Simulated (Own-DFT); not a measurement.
# Point defects and the pressure they add: C40 NbSi2

The numbers are computed, not measured, by runs of the plane-wave DFT program Own-DFT (in-house, retired, unreviewed) at fixed positions, with no spin and no spin-orbit coupling.

Method: PBEsol; PseudoDojo norm-conserving scalar-relativistic files, made for PBE; cutoff 42 hartree; 4 x 4 x 5 k mesh centred on Gamma; cold (Marzari-Vanderbilt) smearing of 0.2 eV.

Caveats: forces on such cells failed a check on a denser k mesh; stress not checked against mesh or cutoff.

All runs share one cell, with vectors in Å (0.000, 8.324, 0.000); (-9.613, 0.000, 0.000); (0.000, 0.000, 6.586) and a volume of 527.0 Å³. Atoms were moved at random from their sites; u is the rms move along one axis. The defect's site can differ from row to row.

| cell | formula | u (Å) | P (GPa) |
|---|---|---|---|
| no defect | Nb12Si24 | 0.0185 | -2.18 |
| no defect | Nb12Si24 | 0.0204 | -2.14 |
| no defect | Nb12Si24 | 0.0487 | -1.04 |
| two Nb on a Si site each | Nb14Si22 | 0.0279 | 3.48 |
| two Nb on a Si site each | Nb14Si22 | 0.0290 | 3.34 |
| two Nb on a Si site each | Nb14Si22 | 0.0465 | 4.04 |
| one Si vacancy | Nb12Si23 | 0.0317 | -2.62 |
| one Si vacancy | Nb12Si23 | 0.0546 | -1.56 |
| one Si vacancy | Nb12Si23 | 0.0566 | -1.63 |
| two Si on a Nb site each | Nb10Si26 | 0.0264 | -1.90 |
| two Si on a Nb site each | Nb10Si26 | 0.0316 | ? |
| two Si on a Nb site each | Nb10Si26 | 0.0494 | -0.92 |
| two Si on a Nb site each | Nb10Si26 | 0.0524 | -1.03 |
| two Nb vacancies | Nb10Si24 | 0.0319 | -3.24 |
| two Nb vacancies | Nb10Si24 | 0.0483 | -3.06 |
| two Nb vacancies | Nb10Si24 | 0.0526 | -2.54 |

## What the rows give

P = P0 + c u² + a shift for each defect gives P0 = -2.28 GPa, c = 474 ± 44 GPa/Å² and a scatter of 0.14 GPa. The shifts, and each times the cell's volume:

- two Nb on a Si site each: 5.30 ± 0.12 GPa, 17.4 eV (8.7 eV for each of its 2 sites)
- two Si on a Nb site each: 0.07 ± 0.12 GPa, 0.2 eV (0.1 eV for each of its 2 sites) (not resolved)
- one Si vacancy: -0.79 ± 0.13 GPa, -2.6 eV
- two Nb vacancies: -1.63 ± 0.13 GPa, -5.4 eV (-2.7 eV for each of its 2 sites)

A positive shift means that the defect pushes the cell outwards. Shift times volume (160.2 GPa Å³ is 1 eV) depends little on the cell's size, so, taken for each site, it can be compared between cells at like pressure. The atoms around the defects weren't relaxed, which would change these numbers.

## Prediction

The question: what pressure belongs in the blank (two Si on a Nb site each, u = 0.0316 Å)?

Estimate: -1.74 ± 0.17 GPa. Computed: -1.70 GPa.
